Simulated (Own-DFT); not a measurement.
# Computed records: Al3GaN4 (wurtzite random alloy, strained, atoms displaced), In3GaP4 (zincblende random alloy, atoms displaced)

Computed with Own-DFT development build. A calculation, not a measurement: plane-wave PBE density functional theory by an unreviewed code, no spin, of a simulated periodic cell, stress positive in tension, free energy of the whole cell less one offset for each atom, forces on such cells passed a denser k mesh, this cell's mesh not checked; offsets are fitted by least squares, one for each functional and potential file, so energies compare only between cells with the same atoms and settings and are not formation energies; the far tail of each file's local potential was reset to the Coulomb form; each entry is a single point on an unrelaxed cell, so the pressure reflects the starting lattice, mostly measured values, from which strain is counted, and rises with the displacements; printed positions are rounded, which can move forces by about a meV/angstrom; the program is a retired in-house code; no spin-orbit coupling; before rounding, a Quantum ESPRESSO 7.3.1 run of the same cell and cutoff gave forces within 1 meV/angstrom rms on each cell, which checks the program and not the settings.

Settings shared by all entries: functional PBE; potential files PseudoDojo norm-conserving, scalar-relativistic, standard set; wave cutoff 42 hartree; occupations Fermi-Dirac; smearing width 0.1 eV.

```yaml
- entry: 1
  formula: Al3GaN4
  kind: "wurtzite random alloy, strained, atoms displaced"
  structure:
    cell_angstrom: [[9.4172, 0.0, 0.0], [-4.7086, 8.1556, 0.0], [0.0, 0.0, 10.0655]]
    atoms_fractional:
      - [Ga, 0.11523, 0.21681, 0.99387]
      - [Al, 0.23079, 0.10359, 0.25474]
      - ["N", 0.11204, 0.22423, 0.1888]
      - ["N", 0.21456, 0.10671, 0.43759]
      - [Al, 0.11055, 0.22008, 0.50392]
      - [Al, 0.23069, 0.12143, 0.75484]
      - ["N", 0.10311, 0.21517, 0.68827]
      - ["N", 0.21971, 0.12016, 0.93946]
      - [Al, 0.10982, 0.55417, 0.00593]
      - [Al, 0.22503, 0.44422, 0.24925]
      - ["N", 0.12037, 0.56313, 0.19056]
      - ["N", 0.2087, 0.43967, 0.44616]
      - [Ga, 0.10981, 0.55489, 0.5025]
      - [Al, 0.22631, 0.43825, 0.74982]
      - ["N", 0.10326, 0.54773, 0.69275]
      - ["N", 0.21571, 0.44551, 0.94456]
      - [Al, 0.1068, 0.88451, 0.00013]
      - [Al, 0.22749, 0.78295, 0.24517]
      - ["N", 0.12415, 0.88417, 0.19681]
      - ["N", 0.22644, 0.78157, 0.44494]
      - [Al, 0.11488, 0.88759, 0.50455]
      - [Al, 0.22812, 0.78278, 0.75339]
      - ["N", 0.11867, 0.88413, 0.68389]
      - ["N", 0.21291, 0.7782, 0.93457]
      - [Al, 0.44121, 0.22837, 0.00105]
      - [Al, 0.55095, 0.11091, 0.24576]
      - ["N", 0.44214, 0.21986, 0.19589]
      - ["N", 0.54704, 0.10433, 0.4426]
      - [Al, 0.4409, 0.22046, 0.49572]
      - [Al, 0.55648, 0.11346, 0.74891]
      - ["N", 0.43865, 0.21864, 0.68562]
      - ["N", 0.55558, 0.11407, 0.94087]
      - [Ga, 0.44337, 0.56014, 0.99934]
      - [Ga, 0.5591, 0.4497, 0.24907]
      - ["N", 0.44542, 0.55325, 0.18834]
      - ["N", 0.56313, 0.4477, 0.4361]
      - [Al, 0.45003, 0.55241, 0.49034]
      - [Al, 0.56198, 0.45509, 0.75638]
      - ["N", 0.44005, 0.56116, 0.69396]
      - ["N", 0.54811, 0.43948, 0.94091]
      - [Al, 0.44664, 0.89306, 0.99677]
      - [Al, 0.55011, 0.77807, 0.25137]
      - ["N", 0.45058, 0.88652, 0.18994]
      - ["N", 0.55188, 0.7688, 0.43463]
      - [Al, 0.44145, 0.8901, 0.50152]
      - [Al, 0.5539, 0.77785, 0.76205]
      - ["N", 0.44038, 0.89016, 0.68523]
      - ["N", 0.56324, 0.78395, 0.94675]
      - [Ga, 0.77644, 0.22501, 0.00446]
      - [Al, 0.88764, 0.11322, 0.25207]
      - ["N", 0.76973, 0.22283, 0.19087]
      - ["N", 0.89515, 0.10822, 0.44773]
      - [Al, 0.77293, 0.21864, 0.50746]
      - [Ga, 0.88401, 0.11084, 0.74622]
      - ["N", 0.77415, 0.21949, 0.69704]
      - ["N", 0.89309, 0.10709, 0.95139]
      - [Al, 0.77145, 0.54939, 0.99455]
      - [Ga, 0.88809, 0.44428, 0.24704]
      - ["N", 0.77193, 0.54429, 0.1935]
      - ["N", 0.89044, 0.43975, 0.43663]
      - [Al, 0.78461, 0.55949, 0.49659]
      - [Al, 0.88841, 0.44155, 0.74607]
      - ["N", 0.78857, 0.55884, 0.6851]
      - ["N", 0.88608, 0.43157, 0.93494]
      - [Al, 0.78462, 0.89651, 0.00031]
      - [Al, 0.87923, 0.76569, 0.24826]
      - ["N", 0.77582, 0.88912, 0.20198]
      - ["N", 0.88854, 0.78123, 0.44396]
      - [Ga, 0.77206, 0.88898, 0.50245]
      - [Ga, 0.89743, 0.78745, 0.75026]
      - ["N", 0.77323, 0.88241, 0.69364]
      - ["N", 0.88352, 0.77114, 0.94645]
  settings:
    k_mesh: "4 x 4 x 3 centred on Gamma"
  results:
    "free_energy_of_cell_above_offsets [eV]": "-17.792"
    "pressure [GPa]": 5.14
    "stress_xx [GPa]": -5.66
    "stress_yy [GPa]": -4.47
    "stress_zz [GPa]": -5.3
    "stress_yz [GPa]": 0.92
    "stress_xz [GPa]": 0.28
    "stress_xy [GPa]": 0.57
    force_element: [Ga, Al, "N", "N", Al, Al, "N", "N", Al, Al, "N", "N", Ga, Al, "N", "N", Al, Al, "N", "N", Al, Al, "N", "N", Al, Al, "N", "N", Al, Al, "N", "N", Ga, Ga, "N", "N", Al, Al, "N", "N", Al, Al, "N", "N", Al, Al, "N", "N", Ga, Al, "N", "N", Al, Ga, "N", "N", Al, Ga, "N", "N", Al, Al, "N", "N", Al, Al, "N", "N", Ga, Ga, "N", "N"]
    "force_x [eV/angstrom]": [-3.162, -2.622, 0.473, 1.0, 0.071, -0.734, 1.893, 4.302, -0.541, -0.54, 0.04, 3.486, -0.434, -2.193, 1.353, 0.594, 0.068, 1.904, -3.446, -0.307, -0.766, -0.469, -0.597, 1.531, 0.608, 0.78, 0.246, 0.796, -0.151, -0.905, 0.855, -1.467, -0.452, -0.753, -1.119, -0.268, -1.642, -0.001, 1.767, 1.034, -0.455, 1.574, -1.566, -1.393, 0.76, -0.292, 1.441, -0.707, 0.858, 0.654, 0.922, -2.089, 0.505, 0.716, -1.145, -1.413, 0.955, 1.421, 0.249, -1.535, 0.122, 0.17, -1.494, -0.763, -0.103, 0.543, 0.424, 1.36, 0.481, 0.669, -1.248, 0.146]
    "force_y [eV/angstrom]": [2.456, 0.442, -0.641, 0.578, 0.02, -1.64, 0.918, -3.059, 0.058, -0.592, -0.391, -0.41, 0.81, 0.505, 0.818, 0.389, 0.684, -1.409, 0.836, 0.076, 0.011, -1.656, 1.777, 0.001, -1.45, -0.468, -0.069, 1.069, 0.097, -0.473, 1.555, -0.557, -0.523, -1.286, 0.985, -0.821, -0.004, -0.682, -0.423, 0.76, -0.289, -0.452, 0.898, 0.599, -1.078, 0.262, 0.194, 0.73, -1.411, 0.032, -1.139, 1.355, 0.05, -0.757, 0.621, 0.231, -0.378, -0.165, 2.388, -0.456, -0.148, 0.347, -0.922, 3.114, -1.392, 1.682, -0.335, -0.959, -0.726, -0.967, 0.158, 0.624]
    "force_z [eV/angstrom]": [2.587, -0.422, 1.179, 0.927, -0.876, -1.451, 0.825, -0.884, -1.269, 0.43, -0.089, -1.517, 0.373, 0.146, 1.032, -1.439, 0.654, 1.94, -1.953, -1.461, -1.56, -1.403, 2.019, 1.493, 0.583, 1.024, -1.531, -0.586, 0.171, 0.118, 0.645, -0.475, 0.213, 0.138, 0.935, 1.723, 1.435, -2.07, -0.426, -0.257, 0.585, -0.295, -0.858, 0.817, -0.513, -1.852, 1.852, -0.585, -0.374, 0.261, 1.133, -0.883, -1.284, 1.552, -1.347, -1.709, 0.682, 0.706, -2.439, 1.206, 0.143, 0.618, 0.85, 0.349, 1.689, 1.004, -1.602, -0.936, -0.454, -0.233, 0.634, 0.363]
- entry: 2
  formula: Al3GaN4
  kind: "wurtzite random alloy, strained, atoms displaced"
  structure:
    cell_angstrom: [[9.5816, 0.0, 0.0], [-4.7908, 8.2979, 0.0], [0.0, 0.0, 10.0655]]
    atoms_fractional:
      - [Al, 0.10695, 0.22903, 0.99479]
      - [Ga, 0.22825, 0.10698, 0.24745]
      - ["N", 0.1098, 0.22373, 0.19]
      - ["N", 0.22614, 0.11532, 0.43867]
      - [Al, 0.11104, 0.22118, 0.50145]
      - [Al, 0.2182, 0.11537, 0.75327]
      - ["N", 0.12204, 0.23675, 0.68608]
      - ["N", 0.22667, 0.11617, 0.93749]
      - [Al, 0.11398, 0.55459, 0.99827]
      - [Ga, 0.21962, 0.44455, 0.25171]
      - ["N", 0.1083, 0.54992, 0.19267]
      - ["N", 0.23342, 0.44403, 0.43276]
      - [Al, 0.10954, 0.55162, 0.50218]
      - [Al, 0.22712, 0.44142, 0.75199]
      - ["N", 0.12002, 0.5636, 0.69172]
      - ["N", 0.22647, 0.43741, 0.93813]
      - [Ga, 0.11009, 0.89543, 0.00395]
      - [Ga, 0.21726, 0.77116, 0.24236]
      - ["N", 0.09279, 0.87815, 0.19048]
      - ["N", 0.2092, 0.77395, 0.43986]
      - [Ga, 0.1191, 0.88418, 0.50376]
      - [Al, 0.22346, 0.77692, 0.75317]
      - ["N", 0.10518, 0.88299, 0.69177]
      - ["N", 0.23577, 0.77835, 0.93991]
      - [Al, 0.44062, 0.22045, 0.00223]
      - [Al, 0.55207, 0.10138, 0.24736]
      - ["N", 0.43674, 0.223, 0.18573]
      - ["N", 0.55644, 0.10333, 0.43589]
      - [Ga, 0.44366, 0.2242, 0.49467]
      - [Al, 0.56099, 0.12013, 0.7494]
      - ["N", 0.44456, 0.22226, 0.69577]
      - ["N", 0.56551, 0.11702, 0.9388]
      - [Ga, 0.45076, 0.56536, 0.00028]
      - [Al, 0.54765, 0.43428, 0.24256]
      - ["N", 0.43963, 0.5595, 0.19058]
      - ["N", 0.56431, 0.44956, 0.43123]
      - [Al, 0.43364, 0.55145, 0.49879]
      - [Al, 0.55661, 0.44304, 0.74532]
      - ["N", 0.446, 0.55303, 0.68421]
      - ["N", 0.56067, 0.45263, 0.94037]
      - [Al, 0.44526, 0.88821, 0.00327]
      - [Al, 0.56348, 0.78831, 0.25303]
      - ["N", 0.43993, 0.88898, 0.18875]
      - ["N", 0.55695, 0.77703, 0.44228]
      - [Al, 0.45558, 0.88483, 0.49842]
      - [Al, 0.55793, 0.77606, 0.74774]
      - ["N", 0.44565, 0.88333, 0.68973]
      - ["N", 0.55737, 0.7792, 0.94973]
      - [Al, 0.77631, 0.22682, 0.0045]
      - [Al, 0.88756, 0.1119, 0.25015]
      - ["N", 0.77449, 0.22705, 0.1865]
      - ["N", 0.87582, 0.10882, 0.4438]
      - [Al, 0.77098, 0.22605, 0.49779]
      - [Al, 0.87874, 0.10986, 0.75261]
      - ["N", 0.77605, 0.21133, 0.69135]
      - ["N", 0.88927, 0.10471, 0.93961]
      - [Al, 0.78332, 0.56261, 0.00411]
      - [Al, 0.88022, 0.43989, 0.24593]
      - ["N", 0.77162, 0.55891, 0.18531]
      - ["N", 0.88499, 0.43575, 0.4435]
      - [Ga, 0.77437, 0.55832, 0.50221]
      - [Ga, 0.89597, 0.44774, 0.7511]
      - ["N", 0.7875, 0.55626, 0.70159]
      - ["N", 0.88555, 0.43788, 0.93532]
      - [Al, 0.7699, 0.87975, 0.00982]
      - [Al, 0.89288, 0.77746, 0.25016]
      - ["N", 0.77686, 0.88665, 0.19551]
      - ["N", 0.89582, 0.78204, 0.43309]
      - [Al, 0.76995, 0.88616, 0.5033]
      - [Al, 0.88602, 0.77169, 0.75342]
      - ["N", 0.77063, 0.88942, 0.68882]
      - ["N", 0.88432, 0.77408, 0.93936]
  settings:
    k_mesh: "4 x 4 x 3 centred on Gamma"
  results:
    "free_energy_of_cell_above_offsets [eV]": "-18.107"
    "pressure [GPa]": -1.32
    "stress_xx [GPa]": 4.56
    "stress_yy [GPa]": 3.79
    "stress_zz [GPa]": -4.38
    "stress_yz [GPa]": -0.15
    "stress_xz [GPa]": -0.08
    "stress_xy [GPa]": -1.37
    force_element: [Al, Ga, "N", "N", Al, Al, "N", "N", Al, Ga, "N", "N", Al, Al, "N", "N", Ga, Ga, "N", "N", Ga, Al, "N", "N", Al, Al, "N", "N", Ga, Al, "N", "N", Ga, Al, "N", "N", Al, Al, "N", "N", Al, Al, "N", "N", Al, Al, "N", "N", Al, Al, "N", "N", Al, Al, "N", "N", Al, Al, "N", "N", Ga, Ga, "N", "N", Al, Al, "N", "N", Al, Al, "N", "N"]
    "force_x [eV/angstrom]": [0.927, -2.494, -0.564, -0.961, -0.454, 0.674, -0.638, -0.67, 0.072, 0.709, -1.681, -2.4, -0.072, -0.382, 0.791, -1.512, 0.323, -0.589, 2.374, 4.038, -2.47, 0.298, 0.23, -1.348, 0.731, -0.464, 2.454, -0.447, 0.789, 0.055, -0.115, -1.329, 0.066, -0.424, 1.443, -1.801, 2.333, 0.182, 0.123, 0.707, 0.579, -0.541, 1.12, -0.001, -2.326, -0.724, -0.382, -0.298, 0.813, 0.326, 0.235, 1.308, 1.022, 1.659, -1.333, -0.769, -0.361, 0.15, 0.946, 0.325, 1.302, 0.608, -2.315, 0.546, 0.847, -2.287, 0.038, -1.353, 1.465, -0.293, 1.441, -0.249]
    "force_y [eV/angstrom]": [-1.445, -0.337, -1.034, -0.477, -0.119, -0.598, -2.13, 0.219, -0.329, -0.362, -0.295, -0.688, 0.208, 1.392, -0.929, 1.228, -0.556, 0.221, 1.388, -1.485, 1.381, 0.819, 0.877, -0.641, 0.984, 1.396, -0.482, 0.095, 0.042, -1.446, 0.031, -0.781, -1.792, 2.227, 0.542, -0.529, 0.79, 0.328, 0.264, -1.135, 0.846, -1.849, 0.192, -0.786, 0.377, -0.094, 0.721, 1.529, -0.663, 0.171, -1.122, 0.293, -1.272, -0.562, 1.436, 0.274, -1.203, 1.018, -0.713, 1.147, 0.523, -1.087, 0.034, 1.273, 1.122, -1.084, 0.695, 0.075, 0.566, 1.132, -0.367, 0.537]
    "force_z [eV/angstrom]": [1.058, 0.371, -0.649, 0.563, -1.053, -1.071, 0.635, 0.657, -0.201, -1.513, -1.407, 2.847, -0.556, -0.408, -0.238, -0.142, -1.478, 1.19, -0.201, -0.607, -0.052, -0.626, 1.693, 0.512, -1.723, 0.007, 0.138, -0.013, 0.67, 0.14, -0.393, 0.78, 0.366, 0.148, 0.956, 0.387, -0.475, 1.101, 0.858, -0.225, -1.145, -0.322, 0.332, -0.525, 0.71, 0.612, 0.105, -1.738, -1.578, 0.25, 1.047, -0.442, 0.688, -0.245, -0.909, 0.694, -1.636, 0.812, 1.198, -0.857, -0.122, -0.872, -1.353, 2.721, -1.242, 0.495, -0.021, 1.417, -0.821, -0.501, 0.674, 0.526]
- entry: 3
  formula: In3GaP4
  kind: "zincblende random alloy, atoms displaced"
  structure:
    cell_angstrom: [[11.5283, 0.0, 0.0], [0.0, 11.5283, 0.0], [0.0, 0.0, 11.5283]]
    atoms_fractional:
      - [In, 0.99872, 0.00092, 0.00081]
      - [In, 0.99892, 0.25082, 0.24728]
      - [In, 0.25224, 0.99691, 0.25202]
      - [Ga, 0.24632, 0.24632, 0.0015]
      - [P, 0.12598, 0.12359, 0.12311]
      - [P, 0.12069, 0.36832, 0.37572]
      - [P, 0.37679, 0.12023, 0.37366]
      - [P, 0.37645, 0.37627, 0.12911]
      - [In, 0.00037, 0.99664, 0.49865]
      - [In, 0.00311, 0.25296, 0.75165]
      - [In, 0.24886, 0.0018, 0.74917]
      - [Ga, 0.2495, 0.25103, 0.50133]
      - [P, 0.12311, 0.12376, 0.62628]
      - [P, 0.12051, 0.3798, 0.87735]
      - [P, 0.37659, 0.12547, 0.87218]
      - [P, 0.3764, 0.37484, 0.62966]
      - [In, 0.99905, 0.49601, 0.99682]
      - [In, 0.99939, 0.74799, 0.24892]
      - [In, 0.25363, 0.50209, 0.24945]
      - [In, 0.24811, 0.74867, 0.00287]
      - [P, 0.12312, 0.62327, 0.12521]
      - [P, 0.12883, 0.87463, 0.37472]
      - [P, 0.37517, 0.62354, 0.37678]
      - [P, 0.37425, 0.87611, 0.12652]
      - [In, 0.99524, 0.49906, 0.50013]
      - [In, 0.99935, 0.75423, 0.74714]
      - [In, 0.25008, 0.5026, 0.74887]
      - [Ga, 0.2497, 0.74605, 0.50018]
      - [P, 0.12815, 0.62583, 0.62483]
      - [P, 0.12737, 0.87337, 0.87609]
      - [P, 0.3746, 0.62542, 0.87482]
      - [P, 0.372, 0.87512, 0.6294]
      - [In, 0.49902, 0.99665, 3.0e-05]
      - [In, 0.49989, 0.24838, 0.25447]
      - [In, 0.74826, 0.00189, 0.25173]
      - [Ga, 0.74905, 0.24512, 1.0e-05]
      - [P, 0.62371, 0.12623, 0.12925]
      - [P, 0.62586, 0.37276, 0.37505]
      - [P, 0.87797, 0.12726, 0.3731]
      - [P, 0.87543, 0.37319, 0.12376]
      - [In, 0.50092, 0.00069, 0.50109]
      - [Ga, 0.49541, 0.24744, 0.74962]
      - [In, 0.74705, 0.00079, 0.75174]
      - [In, 0.74816, 0.24557, 0.5042]
      - [P, 0.62593, 0.12436, 0.62353]
      - [P, 0.62539, 0.37223, 0.87465]
      - [P, 0.87135, 0.12754, 0.87497]
      - [P, 0.87433, 0.37657, 0.62846]
      - [Ga, 0.5019, 0.49721, 0.00121]
      - [In, 0.50313, 0.75002, 0.24969]
      - [Ga, 0.75119, 0.49599, 0.24854]
      - [In, 0.74991, 0.74923, 0.99982]
      - [P, 0.62975, 0.6263, 0.1235]
      - [P, 0.62842, 0.8708, 0.37516]
      - [P, 0.87492, 0.62474, 0.3705]
      - [P, 0.87624, 0.87568, 0.13129]
      - [In, 0.49993, 0.50222, 0.49714]
      - [In, 0.49928, 0.7451, 0.74919]
      - [Ga, 0.74419, 0.49124, 0.74845]
      - [In, 0.74989, 0.7529, 0.50275]
      - [P, 0.62809, 0.62301, 0.63001]
      - [P, 0.62958, 0.88018, 0.87652]
      - [P, 0.87061, 0.62138, 0.87771]
      - [P, 0.87797, 0.87217, 0.61575]
  settings:
    k_mesh: "3 x 3 x 3 centred on Gamma"
  results:
    "free_energy_of_cell_above_offsets [eV]": "-31.734"
    "pressure [GPa]": 3.95
    "stress_xx [GPa]": -3.98
    "stress_yy [GPa]": -3.94
    "stress_zz [GPa]": -3.94
    "stress_yz [GPa]": 0.27
    "stress_xz [GPa]": 0.08
    "stress_xy [GPa]": 0.07
    force_element: [In, In, In, Ga, P, P, P, P, In, In, In, Ga, P, P, P, P, In, In, In, In, P, P, P, P, In, In, In, Ga, P, P, P, P, In, In, In, Ga, P, P, P, P, In, Ga, In, In, P, P, P, P, Ga, In, Ga, In, P, P, P, P, In, In, Ga, In, P, P, P, P]
    "force_x [eV/angstrom]": [-0.157, 0.168, -0.297, 0.344, 0.723, 1.324, -0.881, 0.065, 0.331, -0.318, -0.094, 0.051, 0.573, 1.809, -0.192, 0.006, -0.51, 0.417, -0.78, 0.247, 0.01, 0.304, -0.631, 0.21, 0.423, -0.092, -0.008, 0.136, 0.004, -0.384, 0.696, -0.155, 0.126, -0.12, 0.258, -0.108, 0.511, 0.82, -0.282, -1.64, -0.127, 0.41, 0.761, 0.649, -1.137, -0.309, -0.153, -0.88, -0.043, -0.259, -0.03, 0.448, -0.559, -0.481, -1.047, -0.274, 0.384, 0.268, 0.39, -0.093, 0.548, -0.708, -0.258, -0.406]
    "force_y [eV/angstrom]": [-0.238, -0.286, 0.408, 0.458, 0.596, 0.247, 1.081, -0.416, 0.604, -0.202, -0.036, -0.216, 0.803, -1.285, 1.179, -1.269, 0.757, 0.181, -0.362, -0.099, -0.232, -1.141, 1.241, -0.483, 0.199, -0.658, -0.337, 0.35, 0.573, 0.335, -0.82, -0.866, 0.592, 0.257, -0.016, 0.305, 0.378, 0.885, -0.305, 0.017, -0.659, 0.18, -0.035, 0.642, 0.468, -0.258, 0.458, 0.264, 0.162, -0.247, 0.113, 0.484, -1.803, 0.583, -0.782, 0.091, -0.407, 0.685, 0.446, -1.132, -0.77, -0.996, -0.365, 0.7]
    "force_z [eV/angstrom]": [-0.24, -0.207, -0.263, -0.174, -0.236, 0.703, 1.043, -1.747, -0.41, 0.016, 0.277, 0.006, -0.863, 0.094, 0.426, -0.579, 0.698, 0.221, 0.337, -0.029, -0.064, 0.725, 0.406, -0.163, -0.11, 0.488, 0.365, 0.062, -0.948, -0.04, 1.139, -1.209, 0.11, -0.258, 0.097, 0.181, -1.226, -0.399, 0.394, -0.133, 0.007, 0.046, -0.658, -0.475, 1.169, 0.115, 0.575, 0.463, -0.066, -0.056, -0.014, 0.044, 0.34, 0.146, -0.111, -0.65, 0.579, 0.342, 0.341, -0.394, 0.04, -0.118, -1.464, 1.309]
- entry: 4
  formula: In3GaP4
  kind: "zincblende random alloy, atoms displaced"
  structure:
    cell_angstrom: [[11.5283, 0.0, 0.0], [0.0, 11.5283, 0.0], [0.0, 0.0, 11.5283]]
    atoms_fractional:
      - [In, 0.99874, 0.99858, 0.99792]
      - [Ga, 0.99952, 0.25051, 0.24322]
      - [In, 0.25081, 0.99717, 0.24984]
      - [In, 0.24809, 0.25252, 0.00035]
      - [P, 0.12497, 0.12338, 0.12056]
      - [P, 0.13137, 0.37745, 0.38148]
      - [P, 0.37295, 0.12468, 0.37496]
      - [P, 0.37677, 0.37575, 0.12274]
      - [In, 0.00032, 0.9981, 0.49694]
      - [In, 0.00228, 0.25125, 0.74971]
      - [In, 0.24902, 0.9972, 0.75253]
      - [In, 0.25011, 0.25008, 0.5017]
      - [P, 0.1281, 0.1302, 0.62347]
      - [P, 0.12247, 0.37535, 0.87787]
      - [P, 0.37336, 0.12807, 0.87553]
      - [P, 0.37653, 0.37972, 0.62666]
      - [In, 0.9961, 0.50076, 0.99799]
      - [In, 0.99656, 0.74941, 0.24634]
      - [In, 0.24239, 0.49647, 0.24428]
      - [In, 0.24824, 0.74521, 0.00396]
      - [P, 0.12296, 0.62519, 0.1252]
      - [P, 0.12265, 0.8731, 0.37835]
      - [P, 0.37804, 0.6273, 0.37111]
      - [P, 0.37651, 0.87617, 0.12287]
      - [Ga, 0.00612, 0.50023, 0.49843]
      - [In, 0.00169, 0.74879, 0.74851]
      - [In, 0.24799, 0.49866, 0.75508]
      - [Ga, 0.2468, 0.74958, 0.49885]
      - [P, 0.12953, 0.62915, 0.62792]
      - [P, 0.1218, 0.87375, 0.87394]
      - [P, 0.3781, 0.62236, 0.87963]
      - [P, 0.37561, 0.87571, 0.62794]
      - [In, 0.49705, 0.99856, 0.99821]
      - [In, 0.49634, 0.24991, 0.24612]
      - [In, 0.747, 0.00201, 0.24926]
      - [Ga, 0.74792, 0.24989, 0.00027]
      - [P, 0.6252, 0.12575, 0.11879]
      - [P, 0.62132, 0.37241, 0.37902]
      - [P, 0.87845, 0.12521, 0.3741]
      - [P, 0.87356, 0.37529, 0.12628]
      - [In, 0.50076, 0.00474, 0.50118]
      - [In, 0.50039, 0.25192, 0.74897]
      - [In, 0.75384, 0.00022, 0.7485]
      - [Ga, 0.74622, 0.24825, 0.49949]
      - [P, 0.62158, 0.12706, 0.62592]
      - [P, 0.6225, 0.37591, 0.87872]
      - [P, 0.87455, 0.12071, 0.8734]
      - [P, 0.87696, 0.37745, 0.62472]
      - [In, 0.49536, 0.50359, 0.00046]
      - [In, 0.50124, 0.75039, 0.2496]
      - [Ga, 0.75677, 0.50241, 0.24894]
      - [Ga, 0.75228, 0.75219, 0.0008]
      - [P, 0.62749, 0.62484, 0.12311]
      - [P, 0.62517, 0.87628, 0.37211]
      - [P, 0.87424, 0.62554, 0.37125]
      - [P, 0.87672, 0.87695, 0.12221]
      - [In, 0.50065, 0.49802, 0.50039]
      - [Ga, 0.50212, 0.75294, 0.74416]
      - [In, 0.75107, 0.49834, 0.74905]
      - [In, 0.75027, 0.74633, 0.49699]
      - [P, 0.62563, 0.62441, 0.62808]
      - [P, 0.62435, 0.87597, 0.87143]
      - [P, 0.87039, 0.61987, 0.87591]
      - [P, 0.87637, 0.87448, 0.62982]
  settings:
    k_mesh: "3 x 3 x 3 centred on Gamma"
  results:
    "stress_zz [GPa]": null
    "pressure [GPa]": null
    "stress_yy [GPa]": null
```

To be estimated
1. Give the missing stress zz for In3GaP4 (zincblende random alloy, atoms displaced) (entry 4).
2. What pressure does the calculation give for In3GaP4 (zincblende random alloy, atoms displaced) (entry 4)?
3. In3GaP4 (zincblende random alloy, atoms displaced) (entry 4): stress yy?

## Answers
1. -4.05 GPa
2. 4.02 GPa
3. -4.03 GPa

Further results for In3GaP4 (zincblende random alloy, atoms displaced) (entry 4):

- free energy of cell above offsets: -31.485 eV
- stress xx: -3.98 GPa
- stress yz: 0.28 GPa
- stress xz: 0.25 GPa
- stress xy: 0.27 GPa

Force:
```csv
element,x (eV/Å),y (eV/Å),z (eV/Å)
In,0.133,0.153,-0.093
Ga,0.146,-0.032,0.532
In,-0.288,0.052,0.094
In,0.227,-0.124,-0.002
P,-0.605,0.618,1.1
P,-2.007,-0.155,-0.685
P,0.05,0.089,-0.146
P,-0.531,0.066,0.19
In,-0.074,0.398,0.812
In,-0.381,-0.198,0.014
In,-0.041,0.462,-0.101
In,0.742,0.217,0.105
P,-0.413,-1.005,0.307
P,-0.041,0.046,-0.067
P,-0.011,-0.163,-0.18
P,-0.439,-0.362,0.06
In,0.106,-0.048,0.383
In,0.248,0.226,0.26
In,0.903,0.331,0.511
In,0.269,0.57,-0.554
P,-0.444,-0.218,-0.139
P,0.921,-0.892,-0.07
P,-1.341,0.011,0.833
P,-0.291,-0.391,0.212
Ga,-0.297,0.189,0.19
In,-0.528,-0.312,0.483
In,0.328,0.2,-0.146
Ga,0.573,-0.015,0.002
P,-0.078,-0.524,-1.639
P,0.457,-0.269,0.415
P,-0.092,1.516,-1.589
P,-0.01,-1.306,-0.526
In,0.282,0.246,-0.371
In,0.489,-0.204,0.296
In,0.367,0.176,-0.187
Ga,0.097,0.018,-0.225
P,0.456,0.619,-0.232
P,1.747,-0.069,-0.726
P,-0.406,1.418,-0.211
P,-0.526,-0.754,0.442
In,-0.135,-0.602,-0.248
In,-0.168,0.154,0.363
In,-0.744,0.056,-0.113
Ga,0.336,0.156,-0.003
P,1.376,0.46,-0.522
P,0.906,-0.651,0.418
P,-0.44,1.557,0.783
P,0.04,-0.248,-1.586
In,1.015,-0.422,0.367
In,0.177,0.077,-0.314
Ga,-0.688,-0.294,0.128
Ga,-0.231,-0.151,-0.228
P,1.341,0.084,0.211
P,-0.051,0.046,0.561
P,0.396,-1.596,0.314
P,-1.129,-0.665,-0.318
In,-0.128,0.724,-0.011
Ga,-0.033,-0.254,0.462
In,-0.43,-0.289,0.169
In,-0.134,0.491,0.444
P,-0.753,0.73,0.215
P,0.079,-1.368,0.161
P,-0.221,1.616,0.404
P,-0.076,-0.193,-1.01
```
